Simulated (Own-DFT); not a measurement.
# Which defects push the lattice out? wurtzite GaN

Calculated, not measured: single-point runs of Own-DFT, a retired in-house plane-wave DFT program that no person has reviewed, on unrelaxed cells, without spin or spin-orbit coupling.

Common settings: PBE; PseudoDojo norm-conserving scalar-relativistic files; cutoff 42 hartree; 4 x 4 x 3 k mesh centred on Gamma; Fermi-Dirac smearing of 0.1 eV.

Caveats (not all hold for every row): not probed for a lower state with spin; forces not confirmed at this smearing and k mesh; stress not checked against mesh or cutoff.

All runs share one cell, with vectors in Å (9.567, 0.000, 0.000); (-4.784, 8.285, 0.000); (0.000, 0.000, 10.370) and a volume of 822.0 Å³. The atoms are randomly displaced, by u rms on each axis. The defect's site can differ from row to row.

```
               cell  formula   u (Å)  P (GPa)
          no defect  Ga36N36  0.0206     5.93
          no defect  Ga36N36  0.0482     7.58
          no defect  Ga36N36  0.0492     7.72
one Ga on an N site  Ga37N35  0.0292    12.07
one Ga on an N site  Ga37N35  0.0310    12.23
one Ga on an N site  Ga37N35  0.0514    13.44
 one N on a Ga site  Ga35N37  0.0303     5.37
 one N on a Ga site  Ga35N37  0.0305     5.68
 one N on a Ga site  Ga35N37  0.0477        ?
 one N on a Ga site  Ga35N37  0.0524     6.59
```

## Working it out

P = P0 + c u² + a shift for each defect gives P0 = 5.79 GPa, c = 745 ± 67 GPa/Å² and a scatter of 0.18 GPa. The shifts, and each times the cell's volume:

- one Ga on an N site: 5.69 ± 0.14 GPa, 29.2 eV
- one N on a Ga site: -1.05 ± 0.14 GPa, -5.4 eV

A positive shift means that the defect pushes the cell outwards. Shift times volume (160.2 GPa Å³ is 1 eV) depends little on the cell's size, so, taken for each site, it can be compared between cells at like pressure. The atoms around the defects weren't relaxed, which would change these numbers.

## Prediction

Asked: what pressure belongs in the blank (one N on a Ga site, u = 0.0477 Å)?

Estimate: 6.44 ± 0.21 GPa. DFT gave 6.62 GPa.
